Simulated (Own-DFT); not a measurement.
# Computed records: GaP (zincblende, atoms displaced), GaN (wurtzite, strained, atoms displaced), SiC (2H silicon carbide, atoms displaced), SiC (4H silicon carbide, strained, atoms displaced)

A calculation, not a measurement: plane-wave PBE density functional theory by an unreviewed code, no spin, of a simulated periodic cell, stress positive in tension, free energy of the whole cell less one offset for each atom, forces on such cells passed a denser k mesh, this cell's mesh not checked; offsets are fitted by least squares, one for each functional and potential file, so energies compare only between cells with the same atoms and settings and are not formation energies; the far tail of each file's local potential was reset to the Coulomb form; each entry is a single point on an unrelaxed cell, so the pressure reflects the starting lattice, mostly measured values (interpolated for alloys), from which strain is counted, and rises with the displacements; printed positions are rounded, which can move forces by about a meV/angstrom; the program, named Own-DFT, is a retired in-house code; no spin-orbit coupling. Program: Own-DFT development build.

Common to all runs: functional PBE.

(1) GaP (zincblende, atoms displaced)

```cif
# cell vector a (Å): 10.9010 0.0000 0.0000
# cell vector b (Å): 0.0000 10.9010 0.0000
# cell vector c (Å): 0.0000 0.0000 10.9010
data_GaP
_symmetry_space_group_name_H-M 'P 1'
_symmetry_Int_Tables_number 1
_cell_length_a 10.9010
_cell_length_b 10.9010
_cell_length_c 10.9010
_cell_angle_alpha 90.000
_cell_angle_beta 90.000
_cell_angle_gamma 90.000
_cell_volume 1295.39
loop_
_atom_site_label
_atom_site_type_symbol
_atom_site_fract_x
_atom_site_fract_y
_atom_site_fract_z
_atom_site_occupancy
Ga1 Ga 0.99815 0.99722 0.99430 1
Ga2 Ga 0.00588 0.25408 0.23737 1
Ga3 Ga 0.27302 0.01518 0.24947 1
Ga4 Ga 0.26356 0.25550 0.00832 1
P1 P 0.12815 0.12571 0.12007 1
P2 P 0.12236 0.36757 0.36363 1
P3 P 0.37533 0.13391 0.35127 1
P4 P 0.36923 0.37022 0.12714 1
Ga5 Ga 0.99362 0.98182 0.51013 1
Ga6 Ga 0.99815 0.24954 0.75392 1
Ga7 Ga 0.25599 0.99162 0.75005 1
Ga8 Ga 0.24968 0.23939 0.50307 1
P5 P 0.10368 0.12073 0.62700 1
P6 P 0.11475 0.36871 0.88056 1
P7 P 0.39302 0.12094 0.87975 1
P8 P 0.38384 0.38467 0.62325 1
Ga9 Ga 0.01249 0.48341 0.98909 1
Ga10 Ga 0.98917 0.74599 0.23355 1
Ga11 Ga 0.24700 0.49722 0.24991 1
Ga12 Ga 0.24606 0.76226 0.99523 1
P9 P 0.11653 0.64619 0.11465 1
P10 P 0.12962 0.87142 0.38157 1
P11 P 0.38046 0.62522 0.37321 1
P12 P 0.38861 0.85942 0.12659 1
Ga13 Ga 0.00732 0.49589 0.49574 1
Ga14 Ga 0.00176 0.75638 0.75133 1
Ga15 Ga 0.26358 0.49850 0.76567 1
Ga16 Ga 0.24738 0.75723 0.50816 1
P13 P 0.12353 0.63373 0.62724 1
P14 P 0.13430 0.86575 0.87849 1
P15 P 0.38748 0.62272 0.86442 1
P16 P 0.39341 0.88076 0.61652 1
Ga17 Ga 0.49561 0.00107 0.99242 1
Ga18 Ga 0.49806 0.25441 0.26401 1
Ga19 Ga 0.73727 0.99102 0.24816 1
Ga20 Ga 0.75204 0.24874 0.00055 1
P17 P 0.62583 0.12093 0.10955 1
P18 P 0.62551 0.37267 0.38226 1
P19 P 0.86182 0.11849 0.37657 1
P20 P 0.87104 0.38276 0.13602 1
Ga21 Ga 0.49717 0.99212 0.49926 1
Ga22 Ga 0.49545 0.24403 0.75048 1
Ga23 Ga 0.75957 0.01156 0.76066 1
Ga24 Ga 0.78037 0.25306 0.50503 1
P21 P 0.62703 0.11322 0.62377 1
P22 P 0.62655 0.39018 0.84415 1
P23 P 0.86248 0.11633 0.86857 1
P24 P 0.88929 0.38775 0.61692 1
Ga25 Ga 0.50074 0.50333 0.00907 1
Ga26 Ga 0.51475 0.74403 0.26156 1
Ga27 Ga 0.73692 0.50541 0.25186 1
Ga28 Ga 0.74773 0.74437 0.00909 1
P25 P 0.63171 0.62869 0.12175 1
P26 P 0.61351 0.86237 0.38162 1
P27 P 0.88123 0.61981 0.37869 1
P28 P 0.88278 0.86238 0.13063 1
Ga29 Ga 0.51600 0.51556 0.49025 1
Ga30 Ga 0.52033 0.74365 0.73676 1
Ga31 Ga 0.76148 0.51227 0.76376 1
Ga32 Ga 0.74631 0.74121 0.49885 1
P29 P 0.62311 0.63755 0.62262 1
P30 P 0.62847 0.88511 0.89463 1
P31 P 0.88547 0.63505 0.86199 1
P32 P 0.88792 0.90139 0.64508 1
```

```
potential files                   : PseudoDojo norm-conserving, scalar-relativistic, standard set
wave cutoff                       : 42 hartree
occupations                       : Fermi-Dirac
smearing width                    : 0.1 eV
k mesh                            : 3 x 3 x 3 centred on Gamma
free energy of cell above offsets : -22.678 eV
pressure                          : 5.77 GPa
stress xx                         : -5.67 GPa
stress yy                         : -5.9 GPa
stress zz                         : -5.75 GPa
stress yz                         : -0.64 GPa
stress xz                         : 0.23 GPa
stress xy                         : -1.23 GPa
```

Force:
```csv
element,x (eV/Å),y (eV/Å),z (eV/Å)
Ga,0.292,-0.111,0.272
Ga,-1.269,-1.174,0.5
Ga,-3.242,-4.021,-2.492
Ga,-1.648,-1.877,-1.937
P,0.191,-0.548,-0.226
P,0.839,0.448,1.431
P,0.883,0.163,5.364
P,2.044,1.908,1.055
Ga,1.554,1.967,-3.472
Ga,-0.841,-0.053,-0.347
Ga,-0.079,0.818,-0.3
Ga,-0.186,0.778,0.109
P,2.543,-0.029,-0.078
P,3.806,-1.878,-1.989
P,-3.371,1.457,-1.18
P,-0.66,-0.957,-0.335
Ga,-2.883,3.606,2.937
Ga,1.918,-1.301,3.983
Ga,-0.236,1.185,-0.358
Ga,2.743,-2.094,1.5
P,1.42,-3.162,-0.333
P,-0.475,0.876,-1.458
P,-1.193,-0.045,0.1
P,-0.644,1.493,-0.035
Ga,1.401,0.947,-0.573
Ga,0.695,0.648,-0.962
Ga,-1.732,-0.673,-1.602
Ga,0.991,-0.502,-0.246
P,0.646,-1.312,0.254
P,-1.709,2.484,-1.801
P,0.072,1.589,1.777
P,-2.676,-1.974,2.463
Ga,0.479,-1.443,2.54
Ga,2.1,1.083,-2.52
Ga,0.293,0.118,-0.012
Ga,-0.021,1.225,-0.581
P,-0.603,0.473,1.879
P,1.013,-0.003,0.076
P,1.87,-0.752,-1.146
P,0.155,-0.291,-1.617
Ga,1.269,2.628,-1.881
Ga,1.043,0.601,-1.494
Ga,-4.471,-3.194,-2.663
Ga,-2.326,-0.266,0.207
P,0.304,1.339,-0.139
P,-0.82,-1.742,3.146
P,4.023,4.095,3.818
P,-1.018,-0.573,2.353
Ga,0.044,-0.573,-1.183
Ga,-1.634,-1.06,-1.897
Ga,0.936,-0.52,0.763
Ga,1.574,1.172,-1.699
P,-1.361,-1.015,1.023
P,2.248,1.825,0.317
P,-0.803,0.553,-0.71
P,-2.824,3.41,-2.066
Ga,-1.079,-0.932,0.637
Ga,-2.439,3.314,3.381
Ga,0.051,0.03,-2.641
Ga,1.683,1.318,0.005
P,2.953,-3.354,-1.187
P,1.096,-1.813,-2.393
P,-0.443,-0.569,2.828
P,-2.486,-3.742,0.837
```

(2) GaN (wurtzite, strained, atoms displaced)

```cif
# cell vector a (Å): 12.7560 0.0000 0.0000
# cell vector b (Å): -4.7835 8.2853 0.0207
# cell vector c (Å): 0.0000 0.0259 10.3700
data_GaN
_symmetry_space_group_name_H-M 'P 1'
_symmetry_Int_Tables_number 1
_cell_length_a 12.7560
_cell_length_b 9.5671
_cell_length_c 10.3700
_cell_angle_alpha 89.752
_cell_angle_beta 90.000
_cell_angle_gamma 120.000
_cell_volume 1095.97
loop_
_atom_site_label
_atom_site_type_symbol
_atom_site_fract_x
_atom_site_fract_y
_atom_site_fract_z
_atom_site_occupancy
Ga1 Ga 0.08490 0.21707 0.99907 1
Ga2 Ga 0.16593 0.11337 0.25729 1
N1 N 0.08381 0.22273 0.19231 1
N2 N 0.17033 0.11756 0.42845 1
Ga3 Ga 0.08870 0.22623 0.50497 1
Ga4 Ga 0.16780 0.11310 0.75041 1
N3 N 0.07810 0.21571 0.68594 1
N4 N 0.16804 0.11633 0.93739 1
Ga5 Ga 0.08664 0.54583 0.00368 1
Ga6 Ga 0.16394 0.43466 0.24116 1
N5 N 0.08501 0.56462 0.18750 1
N6 N 0.16730 0.44629 0.43111 1
Ga7 Ga 0.09186 0.57187 0.50514 1
Ga8 Ga 0.16688 0.44736 0.74761 1
N7 N 0.09134 0.56006 0.68931 1
N8 N 0.17565 0.44770 0.93982 1
Ga9 Ga 0.08671 0.89090 0.00147 1
Ga10 Ga 0.17184 0.78755 0.25149 1
N9 N 0.08211 0.88761 0.18811 1
N10 N 0.16121 0.78096 0.43753 1
Ga11 Ga 0.07724 0.89237 0.50042 1
Ga12 Ga 0.16861 0.77670 0.75678 1
N11 N 0.07937 0.87807 0.68908 1
N12 N 0.16007 0.77708 0.93603 1
Ga13 Ga 0.34106 0.22574 0.00434 1
Ga14 Ga 0.41939 0.10548 0.24603 1
N13 N 0.33310 0.22483 0.19046 1
N14 N 0.41723 0.11923 0.43346 1
Ga15 Ga 0.31823 0.20471 0.49603 1
Ga16 Ga 0.41822 0.10804 0.75159 1
N15 N 0.33627 0.23076 0.68679 1
N16 N 0.41369 0.10822 0.93760 1
Ga17 Ga 0.32951 0.54843 0.99207 1
Ga18 Ga 0.41701 0.44083 0.24747 1
N17 N 0.33408 0.54966 0.18880 1
N18 N 0.41647 0.44580 0.44343 1
Ga19 Ga 0.34227 0.56498 0.49800 1
Ga20 Ga 0.42342 0.45151 0.75633 1
N19 N 0.33195 0.55318 0.68587 1
N20 N 0.42028 0.45084 0.93897 1
Ga21 Ga 0.32084 0.88065 0.99082 1
Ga22 Ga 0.41062 0.77377 0.24589 1
N21 N 0.33074 0.87264 0.19060 1
N22 N 0.40759 0.77514 0.44083 1
Ga23 Ga 0.34191 0.89308 0.49542 1
Ga24 Ga 0.41772 0.77436 0.75538 1
N23 N 0.34053 0.89108 0.68488 1
N24 N 0.41730 0.78061 0.94264 1
Ga25 Ga 0.58789 0.22939 0.99457 1
Ga26 Ga 0.67095 0.11895 0.25764 1
N25 N 0.58779 0.22512 0.18468 1
N26 N 0.67007 0.11922 0.43674 1
Ga27 Ga 0.58184 0.21801 0.50264 1
Ga28 Ga 0.67230 0.11469 0.75579 1
N27 N 0.57906 0.21389 0.68520 1
N28 N 0.66828 0.10879 0.94099 1
Ga29 Ga 0.58179 0.55392 0.00754 1
Ga30 Ga 0.66528 0.45385 0.25658 1
N29 N 0.57354 0.55370 0.18302 1
N30 N 0.66871 0.44815 0.44598 1
Ga31 Ga 0.58351 0.56084 0.49178 1
Ga32 Ga 0.66376 0.44607 0.75155 1
N31 N 0.58742 0.55291 0.68917 1
N32 N 0.66200 0.44227 0.93540 1
Ga33 Ga 0.58455 0.89069 0.00186 1
Ga34 Ga 0.66826 0.77951 0.25213 1
N33 N 0.59042 0.88702 0.18885 1
N34 N 0.66778 0.77517 0.43142 1
Ga35 Ga 0.58519 0.88844 0.49872 1
Ga36 Ga 0.67162 0.77159 0.74446 1
N35 N 0.58461 0.89153 0.69070 1
N36 N 0.66483 0.77035 0.93935 1
Ga37 Ga 0.82942 0.21619 0.99989 1
Ga38 Ga 0.91037 0.10652 0.24099 1
N37 N 0.83317 0.22577 0.18281 1
N38 N 0.91390 0.10723 0.43789 1
Ga39 Ga 0.82905 0.22856 0.50140 1
Ga40 Ga 0.91700 0.10750 0.74711 1
N39 N 0.83949 0.22144 0.68808 1
N40 N 0.91306 0.10526 0.92724 1
Ga41 Ga 0.83612 0.54838 0.00741 1
Ga42 Ga 0.91852 0.44574 0.24884 1
N41 N 0.83771 0.55645 0.18705 1
N42 N 0.91900 0.45296 0.43305 1
Ga43 Ga 0.83432 0.56345 0.49620 1
Ga44 Ga 0.90745 0.43725 0.74443 1
N43 N 0.83442 0.56853 0.69083 1
N44 N 0.91383 0.44891 0.93252 1
Ga45 Ga 0.83559 0.89105 0.99989 1
Ga46 Ga 0.91390 0.76849 0.25511 1
N45 N 0.83772 0.89326 0.19122 1
N46 N 0.91318 0.77241 0.43478 1
Ga47 Ga 0.82404 0.88104 0.50026 1
Ga48 Ga 0.92674 0.78134 0.74352 1
N47 N 0.83391 0.88474 0.68232 1
N48 N 0.91929 0.77952 0.93972 1
```

```
potential files                   : PseudoDojo norm-conserving, scalar-relativistic, standard set with the stringent files for Ga
wave cutoff                       : 96 hartree
occupations                       : Gaussian
smearing width                    : 0.01 eV
k mesh                            : 3 x 4 x 3 centred on Gamma
free energy of cell above offsets : -4.795 eV
pressure                          : 6.91 GPa
stress xx                         : -6.72 GPa
stress yy                         : -5.81 GPa
stress zz                         : -8.2 GPa
stress yz                         : 0.33 GPa
stress xz                         : 0.06 GPa
stress xy                         : 0.27 GPa
```

Force:
```csv
element,x (eV/Å),y (eV/Å),z (eV/Å)
Ga,-0.931,0.257,0.27
Ga,0.078,-0.666,-3.472
N,-0.541,-1.484,-1.588
N,-2.102,-1.671,2.816
Ga,-1.586,0.354,-1.75
Ga,0.401,-0.084,-0.067
N,1.06,0.851,0.773
N,1.202,-0.521,0.116
Ga,-1.63,0.724,-0.565
Ga,-0.291,2.243,1.462
N,0.596,-0.919,-0.096
N,0.134,0.281,1.034
Ga,0.13,-1.902,-1.157
Ga,0.732,-0.887,0.045
N,-1.609,-0.324,0.261
N,-2.54,-1.708,-1.112
Ga,-1.497,0.184,0.156
Ga,-0.939,-1.103,0.185
N,0.107,0.701,0.465
N,0.817,1.44,0.244
Ga,0.868,-0.36,-0.285
Ga,0.337,0.263,-1.892
N,2.105,2.531,-1.037
N,0.748,-0.984,0.651
Ga,-1.243,0.025,-0.561
Ga,-0.378,0.37,-0.255
N,0.633,-1.278,-0.216
N,0.637,-0.927,0.153
Ga,2.846,2.989,1.515
Ga,-1.011,0.266,-0.593
N,0.04,-1.233,0.067
N,0.599,-0.007,0.421
Ga,1.999,1.95,2.04
Ga,-1.223,0.122,1.479
N,-0.567,0.297,-0.788
N,0.371,-0.623,-1.085
Ga,-1.266,-2.065,0.197
Ga,-0.492,-0.487,-1.457
N,0.601,0.39,0.716
N,0.165,-0.969,0.263
Ga,1.858,0.709,1.297
Ga,2.676,-1.161,0.55
N,-1.448,2.671,-1.595
N,2.815,0.89,-1.524
Ga,-2.694,0.749,0.943
Ga,0.018,0.247,-0.658
N,-0.972,-0.425,0.587
N,-0.376,-0.405,-0.251
Ga,-0.207,-1.345,0.744
Ga,-0.114,-0.796,-2.07
N,-0.486,0.287,0.464
N,-0.556,-1.237,0.91
Ga,-0.748,0.82,-0.442
Ga,-0.423,-0.601,-0.87
N,1.079,1.111,1.055
N,-0.835,0.312,-0.432
Ga,0.403,0.461,-2.069
Ga,0.603,-0.987,-0.767
N,2.255,0.749,2.169
N,-0.433,-0.439,-1.04
Ga,-0.079,-1.63,1.595
Ga,1.339,-0.565,-0.489
N,-1.426,0.578,-1.181
N,0.707,0.706,0.719
Ga,0.368,-0.888,0.012
Ga,0.344,-0.233,-1.643
N,-1.875,0.943,0.507
N,-1.254,0.302,1.028
Ga,-0.712,0.21,0.31
Ga,-0.926,0.562,1.314
N,0.839,-0.415,-0.521
N,0.024,0.961,-0.322
Ga,0.815,1.019,-0.757
Ga,0.686,1.267,1.978
N,0.252,-0.064,0.621
N,-0.211,0.362,-0.1
Ga,2.293,0.267,-0.501
Ga,-0.065,-0.691,-0.762
N,-1.453,0.01,-0.277
N,0.308,1.045,1.974
Ga,-1.45,1.497,-1.661
Ga,0.575,0.051,0.094
N,-1.426,-0.554,0.967
N,0.091,-0.393,1.301
Ga,0.69,-1.404,1.245
Ga,0.733,1.734,0.407
N,0.429,-2.337,-1.022
N,1.846,-1.416,0.331
Ga,0.046,-1.17,-0.189
Ga,0.269,1.475,-1.55
N,-0.138,-1.71,-0.716
N,-0.431,1.66,0.767
Ga,1.525,1.632,-0.613
Ga,-2.782,-0.521,2.382
N,0.311,0.346,0.628
N,-0.034,-0.282,-0.227
```

(3) SiC (2H silicon carbide, atoms displaced)

```cif
# cell vector a (Å): 6.1654 0.0000 0.0000
# cell vector b (Å): -3.0827 5.3394 0.0000
# cell vector c (Å): 0.0000 0.0000 10.0681
data_SiC
_symmetry_space_group_name_H-M 'P 1'
_symmetry_Int_Tables_number 1
_cell_length_a 6.1654
_cell_length_b 6.1654
_cell_length_c 10.0681
_cell_angle_alpha 90.000
_cell_angle_beta 90.000
_cell_angle_gamma 120.000
_cell_volume 331.44
loop_
_atom_site_label
_atom_site_type_symbol
_atom_site_fract_x
_atom_site_fract_y
_atom_site_fract_z
_atom_site_occupancy
Si1 Si 0.99771 0.00656 0.00396 1
Si2 Si 0.16804 0.32949 0.24931 1
C1 C 0.00032 0.00654 0.18634 1
C2 C 0.16557 0.33491 0.43941 1
Si3 Si 0.01572 0.00802 0.49815 1
Si4 Si 0.17246 0.32871 0.74930 1
C3 C 0.00028 0.98736 0.69178 1
C4 C 0.16881 0.34223 0.94071 1
Si5 Si 0.99892 0.50245 0.99765 1
Si6 Si 0.16258 0.83955 0.25494 1
C5 C 0.00729 0.51435 0.18658 1
C6 C 0.16976 0.83697 0.43720 1
Si7 Si 0.00158 0.50217 0.50039 1
Si8 Si 0.16491 0.83041 0.74707 1
C7 C 0.99575 0.50925 0.68924 1
C8 C 0.16144 0.83320 0.93610 1
Si9 Si 0.49207 0.99614 0.00359 1
Si10 Si 0.66848 0.33358 0.25487 1
C9 C 0.49918 0.99210 0.18774 1
C10 C 0.66320 0.32702 0.43662 1
Si11 Si 0.49529 0.99788 0.49877 1
Si12 Si 0.67179 0.34030 0.74858 1
C11 C 0.49279 0.00109 0.68719 1
C12 C 0.67047 0.33296 0.94514 1
Si13 Si 0.49610 0.50412 0.00003 1
Si14 Si 0.67173 0.83663 0.25189 1
C13 C 0.50361 0.50163 0.18209 1
C14 C 0.65627 0.82050 0.43597 1
Si15 Si 0.50228 0.49933 0.50613 1
Si16 Si 0.67507 0.83948 0.74839 1
C15 C 0.50293 0.50305 0.69014 1
C16 C 0.66354 0.82648 0.93611 1
```

```
potential files                   : PseudoDojo norm-conserving, scalar-relativistic, standard set
wave cutoff                       : 42 hartree
occupations                       : Fermi-Dirac
smearing width                    : 0.1 eV
hardware                          : one NVIDIA H100
k mesh                            : 5 x 5 x 3 centred on Gamma
free energy of cell above offsets : -4.413 eV
pressure                          : 3.98 GPa
stress xx                         : -2.34 GPa
stress yy                         : -3.34 GPa
stress zz                         : -6.28 GPa
stress yz                         : 0.36 GPa
stress xz                         : 0.08 GPa
stress xy                         : -0.56 GPa
wall time                         : 123.7 s
```

Force:
```csv
element,x (eV/Å),y (eV/Å),z (eV/Å)
Si,0.322,-0.631,-1.591
Si,-0.434,2.03,-0.283
C,0.192,-0.457,1.098
C,0.565,0.166,0.002
Si,-2.024,-1.171,0.786
Si,-1.232,0.368,0.679
C,-0.687,2.061,-1.574
C,0.015,-1.008,-0.879
Si,-0.103,0.556,0.864
Si,1.196,-0.357,-1.719
C,-0.008,-1.322,0.92
C,-0.309,-0.459,0.42
Si,-0.501,-0.272,-0.028
Si,0.64,0.443,1.646
C,1.807,-1.606,-0.871
C,0.004,0.53,0.285
Si,0.557,0.064,-0.963
Si,0.087,0.099,-2.323
C,-0.63,0.979,1.055
C,0.078,0.711,1.14
Si,1.131,-0.085,0.263
Si,-0.446,-1.1,1.466
C,1.317,0.308,-0.239
C,-1.1,-0.322,-1.629
Si,1.306,-0.555,-0.266
Si,-0.711,-1.066,-0.737
C,-0.058,-0.172,1.986
C,0.952,1.477,0.993
Si,-0.131,-0.252,-1.294
Si,-1.348,-0.421,0.615
C,-0.115,0.02,-0.105
C,-0.334,1.444,0.282
```

(4) SiC (4H silicon carbide, strained, atoms displaced)

```cif
# cell vector a (Å): 9.2200 -0.0416 -0.0595
# cell vector b (Å): -4.6460 7.8957 0.1421
# cell vector c (Å): -0.0648 0.1413 10.0805
data_SiC
_symmetry_space_group_name_H-M 'P 1'
_symmetry_Int_Tables_number 1
_cell_length_a 9.2203
_cell_length_b 9.1623
_cell_length_c 10.0817
_cell_angle_alpha 88.232
_cell_angle_beta 90.742
_cell_angle_gamma 120.734
_cell_volume 731.72
loop_
_atom_site_label
_atom_site_type_symbol
_atom_site_fract_x
_atom_site_fract_y
_atom_site_fract_z
_atom_site_occupancy
Si1 Si 0.99416 0.99733 0.39796 1
Si2 Si 0.09816 0.21587 0.15827 1
C1 C 0.99808 0.00393 0.09029 1
C2 C 0.11774 0.22962 0.34298 1
Si3 Si 0.00515 0.33200 0.41654 1
Si4 Si 0.10988 0.56075 0.16115 1
C3 C 0.99365 0.32821 0.09693 1
C4 C 0.10249 0.55007 0.34885 1
Si5 Si 0.99913 0.66509 0.40633 1
Si6 Si 0.12112 0.88982 0.16325 1
C5 C 0.99940 0.66224 0.09272 1
C6 C 0.11342 0.89558 0.35257 1
Si7 Si 0.33005 0.00094 0.40442 1
Si8 Si 0.45127 0.22787 0.15273 1
C7 C 0.33726 0.00486 0.09599 1
C8 C 0.44283 0.22492 0.34576 1
Si9 Si 0.32408 0.33901 0.40859 1
Si10 Si 0.44359 0.55802 0.15712 1
C9 C 0.32698 0.32349 0.08787 1
C10 C 0.43861 0.56062 0.33682 1
Si11 Si 0.33866 0.67159 0.40714 1
Si12 Si 0.43463 0.87601 0.15555 1
C11 C 0.33325 0.66281 0.08911 1
C12 C 0.44375 0.89507 0.33583 1
Si13 Si 0.66200 0.99907 0.40449 1
Si14 Si 0.77464 0.21856 0.16006 1
C13 C 0.66442 0.99460 0.08917 1
C14 C 0.76951 0.22605 0.34253 1
Si15 Si 0.66567 0.34069 0.39770 1
Si16 Si 0.77676 0.54207 0.15205 1
C15 C 0.67140 0.32985 0.09706 1
C16 C 0.77860 0.55130 0.34745 1
Si17 Si 0.66573 0.66837 0.40160 1
Si18 Si 0.78205 0.89607 0.16452 1
C17 C 0.66121 0.65690 0.08692 1
C18 C 0.79003 0.88948 0.34333 1
Si19 Si 0.01032 0.00089 0.91368 1
Si20 Si 0.89114 0.76879 0.65633 1
C19 C 0.00379 0.01143 0.59785 1
C20 C 0.89078 0.77461 0.84067 1
Si21 Si 0.00417 0.66419 0.90768 1
Si22 Si 0.89657 0.44687 0.65948 1
C21 C 0.99833 0.67111 0.59106 1
C22 C 0.89294 0.45087 0.84730 1
Si23 Si 0.99669 0.32873 0.90443 1
Si24 Si 0.88641 0.10858 0.65574 1
C23 C 0.99597 0.32151 0.59237 1
C24 C 0.88742 0.10886 0.83834 1
Si25 Si 0.67283 0.00151 0.91295 1
Si26 Si 0.56202 0.78846 0.66134 1
C25 C 0.66287 0.00678 0.59192 1
C26 C 0.55317 0.76950 0.84341 1
Si27 Si 0.67497 0.67143 0.91292 1
Si28 Si 0.55779 0.44426 0.65714 1
C27 C 0.67653 0.67140 0.59188 1
C28 C 0.56244 0.44531 0.84984 1
Si29 Si 0.66549 0.33371 0.89953 1
Si30 Si 0.53686 0.10185 0.65087 1
C29 C 0.67041 0.32719 0.59927 1
C30 C 0.55570 0.10812 0.84763 1
Si31 Si 0.33876 0.00427 0.90648 1
Si32 Si 0.21496 0.77993 0.65343 1
C31 C 0.32983 0.00168 0.58831 1
C32 C 0.21927 0.78582 0.84965 1
Si33 Si 0.33021 0.65978 0.90860 1
Si34 Si 0.21988 0.44882 0.65531 1
C33 C 0.32525 0.66616 0.59271 1
C34 C 0.21727 0.43947 0.83535 1
Si35 Si 0.33715 0.33223 0.90813 1
Si36 Si 0.22710 0.11474 0.65467 1
C35 C 0.33315 0.33640 0.59410 1
C36 C 0.23021 0.11464 0.84465 1
```

```
potential files                   : PseudoDojo norm-conserving, scalar-relativistic, standard set
wave cutoff                       : 42 hartree
occupations                       : Fermi-Dirac
smearing width                    : 0.1 eV
hardware                          : one NVIDIA H100
k mesh                            : 4 x 4 x 3 centred on Gamma
free energy of cell above offsets : -6.307 eV
pressure                          : 9.28 GPa
stress xx                         : -7.6 GPa
stress yy                         : -13.09 GPa
stress zz                         : -7.14 GPa
stress yz                         : 4.62 GPa
stress xz                         : -2.23 GPa
stress xy                         : -2.59 GPa
wall time                         : 339.4 s
```

Force:
```csv
element,x (eV/Å),y (eV/Å),z (eV/Å)
Si,2.742,2.596,3.626
Si,1.934,1.667,-0.62
C,1.019,-1.43,2.26
C,-2.122,-1.631,-0.255
Si,-1.841,-0.742,-2.658
Si,1.001,-2.164,-0.392
C,0.117,1.067,-0.719
C,1.308,1.562,-0.332
Si,-0.185,0.142,0.264
Si,-1.873,0.042,-0.983
C,-0.299,1.317,0.716
C,-0.285,-1.511,-1.827
Si,1.001,1.022,-0.099
Si,-0.949,-0.672,1.173
C,0.429,-0.905,-0.388
C,-0.93,0.846,-0.667
Si,3.163,-0.264,-0.106
Si,0.628,-1.743,-1.838
C,-0.614,1.4,1.858
C,1.203,0.335,1.622
Si,-1.736,-0.142,-0.138
Si,0.676,2.266,-1.217
C,-1.126,-0.38,1.195
C,0.127,-1.107,1.552
Si,0.388,0.905,0.184
Si,0.354,-0.544,-0.5
C,-0.303,0.186,2.832
C,2.173,-0.718,0.694
Si,0.248,-2.984,3.057
Si,-0.998,2.359,1.035
C,-0.75,-0.592,-1.973
C,-1.055,2.987,-1.955
Si,0.71,-1.222,1.041
Si,-0.02,-1.902,-3.084
C,0.736,1.258,3.634
C,-4.121,-0.357,-0.226
Si,-1.195,-0.35,-3.017
Si,-1.622,2.886,0.285
C,0.638,-2.344,-1.552
C,0.41,0.63,1.48
Si,-1.327,0.969,0.178
Si,-0.869,-1.124,-0.474
C,1.318,-1.409,-0.158
C,0.532,-1.465,-0.765
Si,0.122,0.112,0.465
Si,-0.255,-0.932,0.421
C,-0.294,2.893,1.311
C,0.62,-0.151,1.648
Si,-0.587,-1.051,-2.531
Si,0.029,-1.902,-1.05
C,0.371,-0.937,-0.329
C,-0.121,1.231,1.109
Si,-0.414,-0.822,-2.714
Si,0.481,0.127,0.05
C,-1.925,-0.404,-0.372
C,-1.621,0.688,-1.209
Si,1.37,-0.652,1.403
Si,3.125,1.814,1.776
C,-1.276,1.201,-1.163
C,0.356,0.089,-1.057
Si,-0.349,-0.207,0.918
Si,1.079,-0.154,1.188
C,-0.97,-0.789,0.02
C,2.017,-1.152,-1.506
Si,-0.413,0.597,-1.892
Si,0.778,-1.501,-0.33
C,0.96,1.564,0.012
C,0.358,0.458,2.248
Si,-0.518,0.586,-1.168
Si,-1.337,-0.198,0.541
C,0.069,1.005,-0.116
C,-0.289,-0.25,-0.416
```
